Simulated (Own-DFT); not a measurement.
# Strain and stress in diamond silicon, 64 atoms (Si64)

Calculated, not measured: single-point runs of Own-DFT, a retired in-house plane-wave DFT program that no person has reviewed, on unrelaxed cells, without spin or spin-orbit coupling.

All runs used: PBE; PseudoDojo norm-conserving scalar-relativistic files; cutoff 20 hartree; 3 x 3 x 3 k mesh centred on Gamma; Fermi-Dirac smearing of 0.1 eV.

Known weak points: k mesh not checked against a denser one; stress not checked against mesh or cutoff.

Unstrained cell vectors in Å: (10.862, 0.000, 0.000); (0.000, 10.862, 0.000); (0.000, 0.000, 10.862). The unstrained cell has measured lattice constants (interpolated for alloys), not those of this functional. That, the random moves and any unrelaxed bonds set the pressure at no strain. A uniform strain is put on this cell, atoms riding along. Each coordinate of each atom was shifted by a normal deviate of width 0.05 Å. Strains are tensor components in per cent; tension counts as positive stress, and P is minus the mean normal stress.

| run | e_xx (%) | e_yy (%) | e_zz (%) | e_yz (%) | e_xz (%) | e_xy (%) | s_xx (GPa) | s_yy (GPa) | s_zz (GPa) | s_yz (GPa) | s_xz (GPa) | s_xy (GPa) | P (GPa) | E (meV/atom) |
|---|---|---|---|---|---|---|---|---|---|---|---|---|---|---|
| 1 | 1.45 | -0.48 | 0.68 | -0.52 | 1.66 | 1.55 | -0.39 | -2.21 | -1.08 | -0.03 | 3.20 | 2.95 | 1.23 | 10.4 |
| 2 | 1.74 | 1.38 | 0.06 | 0.11 | 1.88 | 1.45 | 0.78 | 0.71 | -0.58 | -0.36 | 2.88 | 2.76 | -0.30 | 1.6 |
| 3 | 0.28 | -1.46 | -0.22 | -0.10 | -0.38 | 1.07 | -3.26 | -4.87 | -3.65 | 0.50 | -0.94 | 1.86 | 3.93 | 1.7 |
| 4 | 0.51 | 1.35 | 1.13 | -0.05 | -1.74 | 0.82 | -0.36 | 0.43 | 0.37 | 0.15 | -2.64 | 1.04 | -0.15 | 0.0 |
| 5 | -0.15 | 0.61 | -0.86 | 0.28 | -1.88 | 0.49 | -3.05 | -2.31 | -3.72 | -0.48 | -3.93 | 0.79 | 3.02 | 7.2 |
| 6 | -1.73 | 0.59 | -0.86 | 1.32 | 0.46 | 0.31 | -5.82 | -3.57 | -5.11 | 3.28 | 0.54 | 0.27 | 4.84 | 23.4 |
| 7 | 0.75 | -1.99 | 1.37 | 0.93 | 0.67 | 1.93 | -2.23 | -4.46 | -1.67 | 2.09 | 0.74 | 4.87 | 2.79 | 19.1 |
| 8 | -1.74 | 0.69 | -1.81 | -0.76 | -1.71 | 1.24 | -6.21 | -3.85 | -6.23 | -1.18 | -3.00 | 2.71 | 5.43 | 16.3 |
| 9 | -0.48 | 0.93 | -1.07 | -1.73 | 1.50 | 1.18 | -3.76 | -2.60 | -4.28 | -3.93 | 3.37 | 2.79 | 3.54 | 23.4 |
| 10 | -1.11 | -1.93 | 0.97 | -0.85 | -1.19 | -1.50 | -5.37 | -5.92 | -3.35 | -1.97 | -2.72 | -3.73 | 4.88 | 24.1 |
| 11 | -0.46 | -1.54 | -0.61 | -1.49 | -0.87 | -0.02 | -4.92 | -6.02 | -5.15 | -3.31 | -2.28 | -1.51 | 5.36 | 18.5 |
| 12 | 0.59 | -0.18 | -0.77 | 1.60 | 0.77 | -0.29 | -2.31 | -3.13 | -3.78 | 3.94 | 1.50 | -0.06 | 3.07 | 12.8 |
| 13 | -0.18 | -0.73 | 1.28 | -0.79 | -1.73 | -0.93 | -2.87 | -3.40 | -1.23 | -1.22 | -3.68 | -1.71 | 2.50 | 20.4 |
| 14 | 1.81 | 1.57 | -1.47 | 1.37 | -0.91 | 0.72 | 0.01 | -0.22 | -2.76 | 3.04 | -1.84 | 1.77 | 0.99 | 10.8 |
| 15 | 0.74 | 0.15 | 0.16 | 1.26 | 0.65 | 1.30 | -1.27 | -1.93 | -1.82 | 2.16 | 0.80 | 3.45 | 1.67 | 1.0 |
| 16 | -1.62 | -1.62 | 1.34 | -1.39 | -0.50 | -1.71 | ? | ? | ? | ? | ? | ? | ? | ? |

The last column gives the free energy per atom over the lowest of the runs shown.

## Worked fit

Regress every stress component on the fractional strains (shears doubled) of the visible runs, with a constant. Shear strains stay in the fit of a normal stress only where such slopes are resolved. The slopes, in GPa:

```
stress,at no strain,per e_xx,per e_yy,per e_zz,scatter
s_xx,-2.8,160 ± 4,63 ± 4,59 ± 4,0.14
s_yy,-2.8,66 ± 4,156 ± 4,63 ± 5,0.15
s_zz,-2.8,69 ± 4,69 ± 4,158 ± 5,0.15
```

The slope of each shear stress on twice its own strain, from a fit on all six strains: yz 108 ± 10, xz 93 ± 5, xy 111 ± 11 GPa. These are stiffnesses along x, y and z of the frame in which the cell vectors are given, which need not be the crystal's axes. These are clamped-ion slopes: internal relaxation, where symmetry allows it, would soften some. The table should be nearly symmetric about its diagonal, and what it lacks of that shows the noise. A ninth of the table's sum, 96 ± 2 GPa, estimates the bulk modulus near the mean pressure of these runs, 2.9 GPa, so it lies above the value at zero pressure.

## Test on the hidden row

Q: what normal stresses and pressure should run 16 give?

The fitted form gives s_xx = -5.7, s_yy = -5.5, s_zz = -2.9 and P = 4.7 GPa. Computed: -5.67, -5.72, -2.81 and P = 4.73 GPa.
